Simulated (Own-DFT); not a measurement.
# Computed records: GaP (zincblende, atoms displaced)

All values are calculated (Own-DFT development build). A calculation, not a measurement: plane-wave PBE density functional theory by an unreviewed code, no spin, of a simulated periodic cell, stress positive in tension, free energy of the whole cell less one offset for each atom, forces on such cells passed a denser k mesh, this cell's mesh not checked; offsets are fitted by least squares, one for each functional and potential file, so energies compare only between cells with the same atoms and settings and are not formation energies; the far tail of each file's local potential was reset to the Coulomb form; each entry is a single point on an unrelaxed cell, so the pressure reflects the starting lattice, mostly measured values (interpolated for alloys), from which strain is counted, and rises with the displacements; printed positions are rounded, which can move forces by about a meV/angstrom; the program, named Own-DFT, is a retired in-house code; no spin-orbit coupling.

Common to all runs: functional PBE; potential files PseudoDojo norm-conserving, scalar-relativistic, standard set; wave cutoff 42 hartree; occupations Fermi-Dirac; smearing width 0.1 eV; hardware one NVIDIA H100; k mesh 3 x 3 x 3 centred on Gamma.

(1) GaP (zincblende, atoms displaced)

```
GaP
1.0
     10.9010     0.0000     0.0000
      0.0000    10.9010     0.0000
      0.0000     0.0000    10.9010
Ga P Ga P Ga P Ga P Ga P Ga P Ga P Ga P
4 4 4 4 4 4 4 4 4 4 4 4 4 4 4 4
Direct
  0.01729 0.00285 0.99370
  0.00235 0.25693 0.25765
  0.24879 0.98956 0.23787
  0.24711 0.25592 0.98965
  0.15720 0.13933 0.11589
  0.11596 0.39839 0.37610
  0.38102 0.13784 0.36227
  0.35422 0.35604 0.10309
  0.00000 0.01010 0.48172
  0.00594 0.24199 0.74452
  0.27067 0.02863 0.75286
  0.24500 0.25211 0.51482
  0.12748 0.12852 0.64895
  0.12562 0.37664 0.86782
  0.36301 0.11859 0.87014
  0.37634 0.38524 0.62223
  0.99508 0.49027 0.00130
  0.01087 0.73434 0.24430
  0.25381 0.49051 0.27342
  0.29590 0.77311 0.98949
  0.13945 0.61781 0.12300
  0.12002 0.88828 0.37450
  0.36276 0.62765 0.36691
  0.39498 0.87805 0.11791
  0.99250 0.52625 0.52047
  0.98060 0.74346 0.76417
  0.25028 0.49362 0.73484
  0.22569 0.76167 0.51047
  0.09185 0.63258 0.63605
  0.12726 0.87508 0.86474
  0.38308 0.61839 0.86866
  0.37567 0.85007 0.63584
  0.49307 0.02055 0.01338
  0.47447 0.24025 0.22965
  0.76163 0.98535 0.25078
  0.74092 0.23752 0.01022
  0.61742 0.13526 0.13267
  0.62130 0.38881 0.38539
  0.85366 0.12673 0.35779
  0.86201 0.36485 0.11415
  0.48561 0.99008 0.51031
  0.47612 0.25621 0.77619
  0.75490 0.99441 0.74068
  0.73757 0.26797 0.49772
  0.63203 0.09637 0.62547
  0.63352 0.37454 0.86888
  0.87285 0.12752 0.88426
  0.85157 0.38760 0.63946
  0.47070 0.50435 0.97989
  0.51293 0.75496 0.25337
  0.76426 0.49102 0.27910
  0.74667 0.71471 0.02471
  0.61570 0.61312 0.14091
  0.61995 0.88117 0.38844
  0.86677 0.60633 0.36680
  0.87961 0.85622 0.13129
  0.51633 0.49957 0.49819
  0.51281 0.74827 0.75359
  0.73534 0.48435 0.72325
  0.75988 0.76672 0.50050
  0.63968 0.64201 0.62145
  0.61142 0.87199 0.89484
  0.88896 0.62676 0.87074
  0.88975 0.88591 0.63016
```

* free energy of cell above offsets: -15.031 eV
* pressure: 7.29 GPa
* stress xx: -7.23 GPa
* stress yy: -7.38 GPa
* stress zz: -7.26 GPa
* stress yz: -1.63 GPa
* stress xz: -0.06 GPa
* stress xy: -1.05 GPa
* wall time: 541 s

Force:
```csv
element,x (eV/Å),y (eV/Å),z (eV/Å)
Ga,-0.472,0.057,0.853
Ga,-0.009,-0.302,-1.227
Ga,0.963,0.813,0.25
Ga,-1.605,-1.149,-4.024
P,-3.778,-2.355,2.176
P,-1.472,-2.346,2.663
P,-2.507,-2.837,3.517
P,3.256,4.434,3.264
Ga,-1.019,1.176,1.526
Ga,-2.966,2.513,2.368
Ga,-4.372,-7.049,-4.945
Ga,-0.126,0.462,-1.513
P,0.697,-1.489,-4.204
P,-0.507,0.096,-0.288
P,4.265,3.851,6.408
P,1.201,-1.189,-0.459
Ga,0.756,0.765,0.05
Ga,-0.216,-0.083,0.535
Ga,0.25,0.329,-3.535
Ga,-3.586,-2.085,-1.791
P,0.499,-0.069,-0.397
P,0.546,-1.462,-1.013
P,1.775,1.385,1.981
P,0.027,0.763,3.074
Ga,-2.704,-3.613,-3.095
Ga,2.489,4.384,-1.931
Ga,-1.413,1.6,1.182
Ga,0.538,-1.04,-0.226
P,4.811,1.562,1.442
P,1.479,0.186,0.304
P,-3.188,3.493,-3.861
P,-1.212,2.204,-0.576
Ga,0.92,-0.312,-1.722
Ga,1.539,2.606,-0.451
Ga,-1.762,-0.915,-0.833
Ga,0.109,0.729,-1.811
P,1.089,-1.742,0.52
P,-0.138,-2.804,-3.229
P,2.095,1.902,2.047
P,1.155,1.089,1.972
Ga,0.073,0.672,-0.283
Ga,2.214,0.708,-1.904
Ga,0.071,-0.515,2.938
Ga,0.464,-2.297,1.171
P,-1.984,3.291,-0.991
P,-1.779,-0.137,1.271
P,0.344,-0.805,-0.928
P,7.969,-5.995,-5.312
Ga,4.185,-4.197,4.376
Ga,-0.597,-0.3,0.476
Ga,-4.106,-3.971,-5.301
Ga,0.78,1.664,-1.736
P,-0.363,-1.88,-0.053
P,0.518,-0.109,-1.178
P,4.667,6.444,4.032
P,0.148,0.854,-0.987
Ga,-2.585,3.293,1.797
Ga,0.414,-0.23,0.705
Ga,-4.9,5.819,5.168
Ga,0.526,-0.505,-0.42
P,-0.9,-0.935,-0.037
P,1.639,0.305,-0.299
P,-4.547,-3.913,3.555
P,0.338,-0.823,-1.064
```

(2) GaP (zincblende, atoms displaced)

```
GaP
1.0
     10.9010     0.0000     0.0000
      0.0000    10.9010     0.0000
      0.0000     0.0000    10.9010
Ga P Ga P Ga P Ga P Ga P Ga P Ga P Ga P
4 4 4 4 4 4 4 4 4 4 4 4 4 4 4 4
Direct
  0.99793 0.01039 0.00297
  0.00577 0.25460 0.22730
  0.23874 0.99969 0.24775
  0.27197 0.23686 0.97890
  0.13149 0.12137 0.12219
  0.11161 0.36515 0.37190
  0.37780 0.12470 0.36353
  0.36621 0.37164 0.11985
  0.00716 0.99737 0.51985
  0.03780 0.25128 0.76674
  0.23525 0.00171 0.73513
  0.25044 0.23213 0.49114
  0.13361 0.13266 0.64124
  0.12205 0.37612 0.87411
  0.36543 0.10803 0.86909
  0.37546 0.35610 0.62423
  0.99662 0.50530 0.00546
  0.01536 0.74236 0.24307
  0.23297 0.49473 0.24562
  0.21864 0.75064 0.00838
  0.13474 0.62394 0.14140
  0.13344 0.88106 0.37516
  0.38577 0.62329 0.37933
  0.35552 0.85229 0.11933
  0.97841 0.50083 0.50073
  0.02353 0.75856 0.75534
  0.23592 0.49309 0.74839
  0.24475 0.75023 0.50962
  0.12641 0.63684 0.61420
  0.09964 0.87391 0.86630
  0.38921 0.63141 0.87915
  0.39542 0.86796 0.62415
  0.48910 0.02178 0.00424
  0.51753 0.26506 0.25191
  0.75389 0.01161 0.26292
  0.72650 0.21781 0.02966
  0.59425 0.13241 0.13389
  0.63688 0.35716 0.35996
  0.88258 0.12248 0.38289
  0.87907 0.39252 0.14439
  0.49344 0.99798 0.51191
  0.49854 0.25798 0.75194
  0.73175 0.98005 0.75852
  0.75143 0.25728 0.49748
  0.62922 0.13961 0.60961
  0.62238 0.39993 0.88442
  0.86998 0.12180 0.90209
  0.88585 0.38589 0.63537
  0.48811 0.51912 0.02692
  0.48972 0.76076 0.25595
  0.75555 0.50552 0.25062
  0.73036 0.74240 0.99430
  0.64699 0.60876 0.14814
  0.60534 0.89837 0.39470
  0.87748 0.62692 0.36981
  0.86436 0.86927 0.14291
  0.50084 0.49005 0.51630
  0.51391 0.75189 0.74619
  0.76304 0.50638 0.73533
  0.73510 0.72833 0.51441
  0.63715 0.62037 0.59934
  0.63351 0.84478 0.87074
  0.86621 0.66496 0.87647
  0.84366 0.90446 0.63817
```

* free energy of cell above offsets: -12.086 eV
* pressure: 7.9 GPa
* stress xx: -7.55 GPa
* stress yy: -7.92 GPa
* stress zz: -8.24 GPa
* stress yz: 0.36 GPa
* stress xz: 0.27 GPa
* stress xy: -0.17 GPa
* wall time: 543.5 s

Force:
```csv
element,x (eV/Å),y (eV/Å),z (eV/Å)
Ga,-0.119,-2.077,1.462
Ga,-0.43,-1.027,1.502
Ga,1.997,-0.065,-0.208
Ga,-2.19,2.087,2.285
P,0.137,0.93,-1.274
P,0.758,0.619,1.111
P,0.161,-0.455,0.331
P,0.328,0.063,0.728
Ga,-1.073,0.045,-0.662
Ga,-5.211,-1.732,-1.335
Ga,2.552,-3.637,2.161
Ga,-0.001,1.308,-0.481
P,-1.288,0.366,-3.477
P,2.124,2.552,3.88
P,1.546,-0.313,-2.536
P,-1.707,1.453,-0.444
Ga,-0.694,0.83,-0.433
Ga,-2.207,1.987,1.866
Ga,2.645,-1.949,2.536
Ga,1.304,0.108,-2.674
P,-1.599,-0.496,-2.87
P,-1.273,-0.996,1.498
P,-1.477,-0.95,0.302
P,1.302,2.755,0.418
Ga,1.937,0.461,-1.102
Ga,-4.921,-4.06,-4.627
Ga,2.058,1.165,-0.744
Ga,2.777,1.214,-2.204
P,-1.852,-2.419,1.788
P,4.516,5.056,4.792
P,-2.206,0.054,-0.532
P,-3.232,-0.009,1.093
Ga,-0.602,-3.537,-0.234
Ga,-5.353,-0.451,-0.81
Ga,-1.087,-1.073,0.298
Ga,3.314,3.998,-3.106
P,0.752,-3.527,1.38
P,1.776,4.095,3.002
P,0.919,1.285,-0.28
P,0.007,-2.086,-2.62
Ga,-0.872,3.675,0.148
Ga,1.671,-0.545,1.074
Ga,-1.905,4.865,2.98
Ga,2.015,-0.175,0.168
P,-1.452,-1.325,2.733
P,0.103,-1.438,-0.112
P,-1.282,1.21,-2.417
P,0.263,-3.065,0.008
Ga,1.142,-0.73,-0.671
Ga,1.299,-0.223,0.505
Ga,2.074,-2.692,4.038
Ga,1.621,-1.061,5.198
P,-5.267,4.849,-3.921
P,3.169,-3.255,-3.34
P,-0.233,1.198,0.932
P,0.417,0.234,-1.381
Ga,-0.472,-0.52,-1.928
Ga,-1.108,-2.203,-0.764
Ga,-1.34,1.193,2.523
Ga,6.926,8.941,-6.624
P,-6.427,-6.517,7.252
P,-2.813,4.185,0.282
P,2.73,-3.664,-1.733
P,5.352,-4.512,-4.73
```

(3) GaP (zincblende, atoms displaced)

```
GaP
1.0
     10.9010     0.0000     0.0000
      0.0000    10.9010     0.0000
      0.0000     0.0000    10.9010
Ga P Ga P Ga P Ga P Ga P Ga P Ga P Ga P
4 4 4 4 4 4 4 4 4 4 4 4 4 4 4 4
Direct
  0.99162 0.99314 0.98924
  0.99621 0.28142 0.25338
  0.22902 0.01461 0.24087
  0.24140 0.26648 0.99486
  0.11023 0.13477 0.15164
  0.13926 0.36028 0.35962
  0.39538 0.12754 0.37937
  0.36049 0.40161 0.11004
  0.99055 0.00134 0.51578
  0.00919 0.25881 0.75586
  0.22921 0.99706 0.75488
  0.25257 0.24854 0.52116
  0.11537 0.12614 0.62233
  0.14681 0.36222 0.87646
  0.38563 0.14799 0.84111
  0.39170 0.40452 0.61313
  0.00428 0.48774 0.00451
  0.00531 0.75022 0.24300
  0.27702 0.48248 0.23898
  0.24007 0.71193 0.01085
  0.11455 0.60862 0.11880
  0.15277 0.87598 0.36156
  0.39029 0.64578 0.36857
  0.37368 0.86377 0.12533
  0.00103 0.51290 0.47004
  0.02384 0.76388 0.75535
  0.23462 0.47415 0.76912
  0.24275 0.74119 0.50391
  0.13320 0.62000 0.57455
  0.11297 0.86333 0.87222
  0.35990 0.63330 0.87915
  0.37738 0.86910 0.61554
  0.48896 0.98810 0.99746
  0.50784 0.25688 0.24339
  0.73694 0.01537 0.25739
  0.74592 0.24590 0.99290
  0.62764 0.13970 0.12370
  0.60917 0.38750 0.38306
  0.89177 0.13733 0.39452
  0.89512 0.35688 0.12191
  0.48696 0.98725 0.48029
  0.49867 0.25592 0.76062
  0.75141 0.97626 0.74307
  0.76554 0.25990 0.49822
  0.60912 0.14273 0.62922
  0.61883 0.38349 0.87362
  0.85910 0.15227 0.86365
  0.88855 0.38443 0.58617
  0.48246 0.50040 0.01494
  0.50854 0.74998 0.22263
  0.75749 0.50302 0.25481
  0.74663 0.75264 0.00103
  0.63546 0.61467 0.13878
  0.61816 0.85267 0.36934
  0.85530 0.61914 0.38404
  0.87512 0.86000 0.10807
  0.51468 0.50272 0.47941
  0.50581 0.73917 0.77153
  0.72951 0.50005 0.77390
  0.75911 0.74631 0.47536
  0.58785 0.59425 0.61387
  0.60955 0.89583 0.86703
  0.90111 0.63255 0.87093
  0.87448 0.87440 0.61742
```

- free energy of cell above offsets: -4.679 eV
- pressure: 9.64 GPa
- stress xx: -9.33 GPa
- stress yy: -9.57 GPa
- stress zz: -10.04 GPa
- stress yz: 0.09 GPa
- stress xz: 1.67 GPa
- stress xy: -1.62 GPa
- wall time: 554.9 s

Force:
```csv
element,x (eV/Å),y (eV/Å),z (eV/Å)
Ga,-0.434,1.629,0.559
Ga,1.306,-3.984,3.422
Ga,4.115,-0.731,1.144
Ga,3.935,-5.264,4.369
P,-0.992,0.932,-4.371
P,1.648,2.207,1.931
P,-2.869,1.532,-1.922
P,2.095,-8.203,-2.91
Ga,1.559,-0.07,-1.912
Ga,-1.219,0.105,-1.771
Ga,1.857,0.279,-1.253
Ga,1.327,0.698,-1.028
P,0.541,-0.172,1.416
P,-7.966,0.182,-0.002
P,-6.422,-5.963,5.998
P,-2.494,-2.36,2.048
Ga,-0.515,0.005,-1.912
Ga,-0.185,0.162,0.572
Ga,-4.804,5.378,7.402
Ga,0.243,3.518,0.218
P,0.281,-0.336,3.088
P,-2.959,-1.094,1.553
P,-0.907,-1.665,-0.735
P,-1.911,1.23,-1.139
Ga,1.14,-1.915,-0.222
Ga,-4.013,-4.643,-6.34
Ga,4.944,5.639,-5.972
Ga,5.103,4.686,-2.985
P,-3.553,-3.551,6.202
P,4.745,4.036,5.083
P,1.191,-2.219,-1.339
P,-0.92,-0.171,1.752
Ga,-0.928,2.366,0.583
Ga,-1.13,0.774,0.682
Ga,1.441,-1.031,0.622
Ga,-0.69,1.912,1.079
P,-0.845,-1.625,-0.603
P,5.417,-5.287,-4.864
P,-1.163,-0.615,-2.762
P,-5.095,2.894,-3.219
Ga,1.788,-0.723,1.861
Ga,4.02,5.11,-4.615
Ga,-0.801,3.322,-0.355
Ga,-3.255,-1.083,0.298
P,2.097,-1.952,-1.571
P,-1.704,-1.791,3.505
P,1.937,-3.355,-1.311
P,0.8,1.003,4.137
Ga,4.294,3.139,-3.299
Ga,-0.124,-0.364,1.542
Ga,-0.397,-2.447,-0.402
Ga,-0.94,-1.243,-1.413
P,-0.658,0.253,-3.073
P,0.456,2.396,-0.372
P,3.714,-0.858,-3.385
P,0.274,2.274,2.228
Ga,-6.615,2.051,-1.893
Ga,-0.789,0.232,-2.468
Ga,3.209,2.831,-3.75
Ga,-2.943,2.675,3.981
P,5.303,5.473,6.912
P,1.77,-2.574,0.357
P,-2.225,-1.244,0.142
P,-0.088,-2.394,0.485
```

(4) GaP (zincblende, atoms displaced)

```
GaP
1.0
     10.9010     0.0000     0.0000
      0.0000    10.9010     0.0000
      0.0000     0.0000    10.9010
Ga P Ga P Ga P Ga P Ga P Ga P Ga P Ga P
4 4 4 4 4 4 4 4 4 4 4 4 4 4 4 4
Direct
  0.00444 0.98110 0.96506
  0.99814 0.25961 0.25345
  0.24629 0.98753 0.26257
  0.24983 0.24660 0.97921
  0.13311 0.12516 0.09326
  0.13513 0.38253 0.38459
  0.35822 0.12839 0.36370
  0.38203 0.35371 0.13546
  0.02230 0.01832 0.51137
  0.01467 0.24873 0.73988
  0.23741 0.99895 0.78349
  0.23757 0.24316 0.48579
  0.10982 0.10829 0.65766
  0.13238 0.38000 0.86673
  0.35759 0.10361 0.86618
  0.36905 0.36630 0.63046
  0.01352 0.51540 0.01548
  0.98221 0.73910 0.24558
  0.25808 0.51663 0.25611
  0.24847 0.75674 0.98251
  0.12432 0.61461 0.11751
  0.12017 0.88383 0.39769
  0.36361 0.60277 0.36787
  0.39772 0.86771 0.11183
  0.99905 0.51063 0.50135
  0.00228 0.76411 0.73224
  0.22691 0.50766 0.76599
  0.23050 0.73850 0.48865
  0.13063 0.65400 0.62222
  0.11589 0.86538 0.85950
  0.35669 0.61582 0.87295
  0.37708 0.85850 0.60579
  0.49231 0.97594 0.00971
  0.51907 0.26248 0.23446
  0.78520 0.99451 0.25011
  0.76310 0.24872 0.96776
  0.62314 0.14312 0.10655
  0.61733 0.38213 0.37129
  0.87136 0.12798 0.38623
  0.85122 0.36754 0.13502
  0.51565 0.99007 0.46779
  0.47393 0.25353 0.70857
  0.76672 0.03527 0.75809
  0.75491 0.25344 0.53124
  0.60659 0.15241 0.63933
  0.61497 0.38399 0.88611
  0.88028 0.15294 0.87348
  0.86820 0.38901 0.61632
  0.50594 0.49267 0.98651
  0.50508 0.75261 0.27361
  0.74571 0.50326 0.25805
  0.73325 0.74761 0.97861
  0.61413 0.63633 0.11573
  0.62206 0.89371 0.37248
  0.85483 0.62043 0.38404
  0.86876 0.86823 0.12968
  0.48791 0.49407 0.48960
  0.49472 0.72754 0.74320
  0.74354 0.51476 0.76030
  0.73804 0.74973 0.48108
  0.63112 0.63616 0.63064
  0.59442 0.87521 0.86341
  0.87838 0.66158 0.89357
  0.87850 0.88172 0.61469
```

* free energy of cell above offsets: -7.328 eV
* pressure: 9.43 GPa
* stress xx: -10.41 GPa
* stress yy: -9.72 GPa
* stress zz: -8.16 GPa
* stress yz: -3.06 GPa
* stress xz: 1.34 GPa
* stress xy: 1.78 GPa
* wall time: 575.1 s

Force:
```csv
element,x (eV/Å),y (eV/Å),z (eV/Å)
Ga,-2.023,2.901,3.812
Ga,0.228,-0.597,-0.599
Ga,0.073,0.075,-2.272
Ga,1.462,0.564,0.869
P,-1.852,-1.417,2.311
P,-1.882,1.09,-1.385
P,2.469,-0.25,0.117
P,-2.967,3.078,-2.881
Ga,-3.227,-0.791,-1.324
Ga,-2.378,3.865,0.993
Ga,-1.436,-2.681,-4.725
Ga,0.856,-0.751,2.504
P,3.609,-0.008,-1.521
P,-3.218,-1.785,2.221
P,5.576,4.121,2.594
P,-6.392,6.696,-4.537
Ga,-5.205,-4.345,-3.773
Ga,0.948,0.023,0.874
Ga,-4.046,-5.391,-5.664
Ga,0.337,-0.317,1.71
P,4.023,4.584,4.143
P,-0.502,-1.308,-2.991
P,4.066,6.088,4.561
P,-6.134,-4.62,5.817
Ga,0.58,0.105,0.335
Ga,-2.383,-0.79,0.123
Ga,1.671,1.521,-3.901
Ga,4.067,1.798,-1.984
P,-2.197,-4.786,2.321
P,1.332,-1.889,0.58
P,2.24,0.44,0.411
P,-0.062,0.648,0.472
Ga,3.825,6.437,-3.925
Ga,0.381,-1.535,1.836
Ga,-2.577,2.239,0.668
Ga,-5.332,4.054,5.197
P,1.383,-2.672,-0.411
P,1.043,-0.837,1.249
P,1.169,0.625,0.675
P,1.845,0.659,-1.055
Ga,-7.449,6.014,6.867
Ga,1.385,-2.806,7.597
Ga,-2.369,-2.383,-1.771
Ga,-1.668,-0.767,-2.578
P,4.984,-5.236,-2.876
P,3.175,-3.051,-4.454
P,5.195,-4.011,-2.379
P,1.881,0.915,2.555
Ga,-3.722,2.726,4.155
Ga,-0.811,-0.999,-1.887
Ga,-1.326,0.013,-1.806
Ga,-2.855,2.563,2.136
P,0.426,-0.907,1.297
P,6.702,-4.989,-5.299
P,2.351,0.055,-1.058
P,0.987,-0.811,-3.289
Ga,0.816,-0.338,1.931
Ga,-1.896,1.646,0.285
Ga,0.82,-0.385,0.565
Ga,-0.316,1.677,2.266
P,-0.083,-1.523,-2.033
P,2.551,0.259,-0.604
P,3.149,-3.485,-2.859
P,-1.292,0.986,-0.208
```
